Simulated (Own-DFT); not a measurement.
# Strain and stress in wurtzite GaN, 72 atoms (Ga36N36)

Source: density functional calculations with Own-DFT, an unreviewed in-house program that is no longer used. Nothing was measured or relaxed, and spin and spin-orbit coupling are left out.

Settings: PBE; PseudoDojo norm-conserving scalar-relativistic files; cutoff 42 hartree; 4 x 4 x 3 k mesh centred on Gamma; Fermi-Dirac smearing of 0.1 eV.

Limits: forces not confirmed at this smearing and k mesh; stress not checked against mesh or cutoff.

Unstrained cell vectors in Å: (9.567, 0.000, 0.000); (-4.784, 8.285, 0.000); (0.000, 0.000, 10.370). The unstrained cell has measured lattice constants (interpolated for alloys), not those of this functional. That, the random moves and any unrelaxed bonds set the pressure at no strain. A uniform strain is put on this cell, atoms riding along. All atoms carry random offsets, Gaussian with a width of 0.05 Å per axis. Strain is the symmetric tensor, in per cent. Stress is positive in tension, and the pressure is minus a third of its trace.

```
run  e_xx (%)  e_yy (%)  e_zz (%)  e_yz (%)  e_xz (%)  e_xy (%)  s_xx (GPa)  s_yy (GPa)  s_zz (GPa)  s_yz (GPa)  s_xz (GPa)  s_xy (GPa)  P (GPa)  E (meV/atom)
  1      0.36     -1.20      0.44     -1.13      1.78     -1.12       -7.60      -11.54       -6.84       -1.34        2.78       -3.84     8.66          38.4
  2      1.10      0.95     -1.62     -1.73      0.12     -0.57       -5.02       -2.67      -11.68       -3.10        0.15       -1.78     6.46          15.2
  3      0.72      0.02      1.67      0.90     -0.26     -0.36       -4.53       -3.62       -0.82        1.39        0.16       -1.48     2.99          12.3
  4     -0.61     -1.56     -1.05     -1.18     -1.99     -0.09      -12.44      -18.27      -15.05       -3.61       -3.35       -1.56    15.25          62.9
  5     -0.32     -0.11      1.20     -1.33     -1.27      1.43       -9.89       -8.06       -2.20       -1.87       -2.51        5.03     6.71          31.1
  6      1.89     -1.34      0.41      1.30     -1.35      1.43        0.20      -12.98       -7.05        2.23       -2.96        3.97     6.61          35.3
  7     -1.42      1.73     -0.87      1.14     -0.75      1.04      -14.24       -4.14      -10.99        3.16       -1.17        3.19     9.79          60.2
  8     -0.51     -0.32      0.22     -1.23      0.22     -1.34       -9.56      -10.75       -5.56       -1.95        0.25       -3.58     8.62          15.5
  9      1.15      0.06      1.58      1.48     -1.98     -0.84       -1.94       -4.77       -1.17        3.35       -3.11       -3.62     2.62          19.7
 10     -0.97      0.90      1.71     -1.45     -0.72     -1.33      -10.10       -4.20        0.04       -2.41       -1.13       -4.05     4.76          26.3
 11      0.72     -1.58     -0.99      1.88     -1.81      1.95       -7.14      -14.09      -15.06        4.58       -3.45        6.61    12.10          47.4
 12     -0.23     -1.76      0.53      1.00      0.01      1.20      -10.82      -15.63       -5.70        2.38       -0.70        2.87    10.72          27.3
 13      0.25     -1.48     -0.79      1.95      1.82     -1.69       -8.41      -14.51      -13.41        3.97        4.23       -5.10    12.11          43.4
 14      1.42      0.22      1.44     -1.74      1.72      0.39       -0.87       -3.09       -0.17       -3.32        2.97        0.61     1.38           0.0
 15     -0.40     -0.38      0.45      0.21     -0.68     -1.40           ?           ?           ?           ?           ?           ?        ?             ?
```

E is the free energy per atom, counted from the lowest run shown.

## Fit

Regress every stress component on the fractional strains (shears doubled) of the visible runs, with a constant. Shear strains stay in the fit of a normal stress only where such slopes are resolved. The slopes, in GPa:

```
stress,at no strain,per e_xx,per e_yy,per e_zz,scatter
s_xx,-8.4,431 ± 22,55 ± 19,79 ± 18,0.72
s_yy,-8.1,174 ± 34,457 ± 30,97 ± 28,1.14
s_zz,-7.7,36 ± 36,118 ± 32,438 ± 30,1.21
```

The slope of each shear stress on twice its own strain, from a fit on all six strains: yz 104 ± 7, xz 87 ± 5, xy 159 ± 10 GPa. These are stiffnesses along x, y and z of the frame in which the cell vectors are given, with the crystal's c axis along z: C11, C12, C13 and C33. Hexagonal symmetry asks that xx and yy behave alike, which is a second check on the noise. No internal relaxation is included, and where it is allowed it would reduce some of the slopes. Symmetry asks for nearly equal slopes across the diagonal; the mismatch is a measure of noise. A ninth of the table's sum, 209 ± 6 GPa, estimates the bulk modulus near the mean pressure of these runs, 7.8 GPa, so it lies above the value at zero pressure.

## Prediction

Q: what normal stresses and pressure should run 15 give?

The fit gives s_xx = -10.0, s_yy = -10.1, s_zz = -6.3 and P = 8.8 GPa. The hidden result is -6.29, -10.00, -8.76 and P = 8.35 GPa. That is outside the usual scatter, by luck or through something left out of the fit.
